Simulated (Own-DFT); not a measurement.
Simulation results for Si₃N₄ (beta silicon nitride, atoms displaced)

A calculation, not a measurement: plane-wave PBE density functional theory by an unreviewed code, no spin, of a simulated periodic cell, stress positive in tension, free energy of the whole cell less one offset for each atom, forces on such cells passed a denser k mesh, this cell's mesh not checked; offsets are fitted by least squares, one for each functional and potential file, so energies compare only between cells with the same atoms and settings and are not formation energies; the far tail of each file's local potential was reset to the Coulomb form; each entry is a single point on an unrelaxed cell, so the pressure reflects the starting lattice, mostly measured values (interpolated for alloys), from which strain is counted, and rises with the displacements; printed positions are rounded, which can move forces by about a meV/angstrom; the program, named Own-DFT, is a retired in-house code; no spin-orbit coupling. Program: Own-DFT development build.

Settings shared by all entries: functional PBE; potential files PseudoDojo norm-conserving, scalar-relativistic, standard set; wave cutoff 42 hartree; occupations Fermi-Dirac; smearing width 0.1 eV; k mesh 3 x 3 x 3 centred on Gamma.

(1) Si₃N₄ (beta silicon nitride, atoms displaced)

```cif
# cell vector a (Å): 7.6060 0.0000 0.0000
# cell vector b (Å): -3.8030 6.5870 0.0000
# cell vector c (Å): 0.0000 0.0000 8.7270
data_Si3N4
_symmetry_space_group_name_H-M 'P 1'
_symmetry_Int_Tables_number 1
_cell_length_a 7.6060
_cell_length_b 7.6060
_cell_length_c 8.7270
_cell_angle_alpha 90.000
_cell_angle_beta 90.000
_cell_angle_gamma 120.000
_cell_volume 437.23
loop_
_atom_site_label
_atom_site_type_symbol
_atom_site_fract_x
_atom_site_fract_y
_atom_site_fract_z
_atom_site_occupancy
Si1 Si 0.17378 0.76387 0.07347 1
Si2 Si 0.22687 0.43662 0.08412 1
Si3 Si 0.61083 0.83079 0.09511 1
Si4 Si 0.83082 0.23882 0.26513 1
Si5 Si 0.78679 0.60038 0.24204 1
Si6 Si 0.38965 0.15602 0.25001 1
N1 N 0.32583 0.00559 0.09724 1
N2 N 0.97365 0.29709 0.10896 1
N3 N 0.72068 0.66013 0.08286 1
N4 N 0.65359 0.95675 0.24415 1
N5 N 0.02444 0.67404 0.25977 1
N6 N 0.34027 0.33675 0.25362 1
N7 N 0.36022 0.68863 0.07554 1
N8 N 0.67152 0.33108 0.23499 1
Si7 Si 0.18919 0.79176 0.40023 1
Si8 Si 0.23879 0.40553 0.42026 1
Si9 Si 0.61095 0.82338 0.41946 1
Si10 Si 0.82198 0.22626 0.56365 1
Si11 Si 0.75959 0.60720 0.59655 1
Si12 Si 0.41140 0.18376 0.57920 1
N9 N 0.33470 0.03337 0.42645 1
N10 N 0.97428 0.32203 0.43496 1
N11 N 0.71266 0.66422 0.42830 1
N12 N 0.67631 0.96006 0.59543 1
N13 N 0.03554 0.71052 0.59403 1
N14 N 0.32810 0.33789 0.57370 1
N15 N 0.33897 0.67126 0.41627 1
N16 N 0.66875 0.33050 0.59306 1
Si13 Si 0.16334 0.75277 0.73915 1
Si14 Si 0.22487 0.39323 0.74261 1
Si15 Si 0.59182 0.83308 0.75143 1
Si16 Si 0.83650 0.25509 0.91179 1
Si17 Si 0.76960 0.58934 0.90940 1
Si18 Si 0.41140 0.16010 0.89319 1
N17 N 0.32832 0.99986 0.75727 1
N18 N 0.97616 0.30884 0.76495 1
N19 N 0.67101 0.65484 0.76030 1
N20 N 0.65812 0.94887 0.90205 1
N21 N 0.03783 0.70918 0.90571 1
N22 N 0.29237 0.33258 0.93455 1
N23 N 0.33776 0.64696 0.74383 1
N24 N 0.66168 0.32175 0.91777 1
```

- free energy of cell above offsets: 7.215 eV
- pressure: 13.87 GPa
- stress xx: -11.39 GPa
- stress yy: -12.65 GPa
- stress zz: -17.57 GPa
- stress yz: -3.23 GPa
- stress xz: -0.43 GPa
- stress xy: -1.53 GPa

Force:
```tsv
element	x (eV/Å)	y (eV/Å)	z (eV/Å)
Si	0.653	-1.02	1.242
Si	5.126	-3.455	0.663
Si	1.832	-2.553	-8.239
Si	-2.065	-0.868	-1.435
Si	-2.507	-4.318	3.696
Si	4.168	1.4	-0.882
N	-0.607	2.944	-2.232
N	-0.15	0.665	-3.593
N	-3.444	3.144	-1.049
N	1.695	5.05	7.04
N	3.178	2.384	-2.754
N	-7.562	3.938	0.95
N	-3.421	-2.495	0.456
N	-0.608	-0.969	1.7
Si	0.978	-4.947	4.56
Si	1.22	1.706	-2.699
Si	-1.93	-1.441	0.173
Si	-4.28	-2.326	10.54
Si	4.374	-2.219	0.809
Si	3.778	-3.124	2.261
N	0.091	1.01	-2.057
N	4.947	1.212	-6.596
N	-1.763	1.851	-4.353
N	0.621	3.469	-5.723
N	-4.559	-1.534	-7.09
N	-4.935	1.327	2.467
N	0.309	-0.132	-0.351
N	-0.076	0.623	-0.538
Si	5.955	-0.668	3.865
Si	2.271	0.958	3.197
Si	-1.196	-6.296	-1.568
Si	0.46	-5.125	4.214
Si	-0.339	-0.207	1.03
Si	-2.986	2.282	7.323
N	0.034	3.096	-4.327
N	0.685	-0.246	-5.634
N	2.191	-0.355	-0.975
N	1.091	6.954	9.132
N	-1.597	-2.183	2.002
N	2.051	-1.949	-4.096
N	-3.108	2.248	-0.576
N	-0.574	2.167	-0.553
```

(2) Si₃N₄ (beta silicon nitride, atoms displaced)

```cif
# cell vector a (Å): 7.6060 0.0000 0.0000
# cell vector b (Å): -3.8030 6.5870 0.0000
# cell vector c (Å): 0.0000 0.0000 8.7270
data_Si3N4
_symmetry_space_group_name_H-M 'P 1'
_symmetry_Int_Tables_number 1
_cell_length_a 7.6060
_cell_length_b 7.6060
_cell_length_c 8.7270
_cell_angle_alpha 90.000
_cell_angle_beta 90.000
_cell_angle_gamma 120.000
_cell_volume 437.23
loop_
_atom_site_label
_atom_site_type_symbol
_atom_site_fract_x
_atom_site_fract_y
_atom_site_fract_z
_atom_site_occupancy
Si1 Si 0.17519 0.78632 0.09338 1
Si2 Si 0.23788 0.40915 0.10518 1
Si3 Si 0.59286 0.83165 0.08118 1
Si4 Si 0.82899 0.22341 0.26393 1
Si5 Si 0.73404 0.58096 0.23726 1
Si6 Si 0.42458 0.19920 0.21658 1
N1 N 0.33237 0.02379 0.08599 1
N2 N 0.93650 0.28160 0.08820 1
N3 N 0.70946 0.65702 0.08124 1
N4 N 0.64448 0.95754 0.25535 1
N5 N 0.05742 0.72223 0.26072 1
N6 N 0.29715 0.31460 0.24226 1
N7 N 0.34426 0.68196 0.05703 1
N8 N 0.66529 0.31955 0.23844 1
Si7 Si 0.19622 0.79344 0.40937 1
Si8 Si 0.23601 0.38740 0.41546 1
Si9 Si 0.61772 0.86976 0.41192 1
Si10 Si 0.81517 0.22110 0.57693 1
Si11 Si 0.75355 0.60061 0.60462 1
Si12 Si 0.40707 0.16821 0.57273 1
N9 N 0.32683 0.04448 0.41381 1
N10 N 0.97145 0.31729 0.40663 1
N11 N 0.68973 0.67112 0.41745 1
N12 N 0.68311 0.99025 0.55826 1
N13 N 0.04345 0.70179 0.58094 1
N14 N 0.30227 0.34063 0.57618 1
N15 N 0.34344 0.67973 0.41519 1
N16 N 0.67688 0.32300 0.57911 1
Si13 Si 0.15379 0.77840 0.75379 1
Si14 Si 0.20618 0.39522 0.75326 1
Si15 Si 0.61062 0.83320 0.74581 1
Si16 Si 0.84009 0.23555 0.92874 1
Si17 Si 0.77502 0.58080 0.90701 1
Si18 Si 0.41516 0.18957 0.90095 1
N17 N 0.32724 0.03502 0.77752 1
N18 N 0.94024 0.28069 0.74760 1
N19 N 0.69285 0.67828 0.75638 1
N20 N 0.68664 0.97735 0.91884 1
N21 N 0.03731 0.71193 0.91315 1
N22 N 0.29572 0.33719 0.92424 1
N23 N 0.33521 0.66662 0.74016 1
N24 N 0.66163 0.31553 0.90400 1
```

- free energy of cell above offsets: 10.904 eV
- pressure: 17.37 GPa
- stress xx: -8.8 GPa
- stress yy: -15.19 GPa
- stress zz: -28.13 GPa
- stress yz: -4.9 GPa
- stress xz: -5.78 GPa
- stress xy: -0.31 GPa

Force:
```tsv
element	x (eV/Å)	y (eV/Å)	z (eV/Å)
Si	1.429	-3.72	-1.622
Si	-4.407	3.448	-7.868
Si	1.196	-0.746	-0.6
Si	-3.782	-1.075	-5.015
Si	5.757	-0.621	9.218
Si	0.667	-5.431	4.064
N	0.288	4.597	-3.239
N	6.856	3.678	5.473
N	-4.233	3.065	-5.987
N	1.288	6.067	-8.786
N	-5.074	-3.104	-4.064
N	-1.093	0.971	3.835
N	-1.824	-3.335	2.327
N	0.926	3.718	0.763
Si	1.266	-2.707	3.758
Si	-3.607	5.509	-1.794
Si	-0.736	-14.72	1.353
Si	3.452	6.814	0.536
Si	4.689	-2.047	-8.577
Si	-0.257	2.303	3.394
N	0.655	0.886	-2.236
N	3.52	0.21	4.253
N	0.747	-0.103	0.057
N	0.509	-3.194	8.828
N	-3.668	-0.069	0.834
N	2.57	-2.896	4.719
N	1.197	-1.095	-0.46
N	-6.78	3.432	0.567
Si	6.395	0.66	-3.54
Si	1.357	2.8	-0.921
Si	-7.11	1.51	0.584
Si	-3.911	-2.827	-6.274
Si	-0.861	0.475	2.42
Si	-2.358	2.877	8.447
N	-0.758	-5.483	-11.02
N	3.702	1.64	0.641
N	3.565	-2.453	1.953
N	0.224	-1.229	-0.867
N	-2.878	-2.268	4.061
N	0.337	-0.848	-0.237
N	-0.69	1.013	0.556
N	1.435	4.3	0.462
```
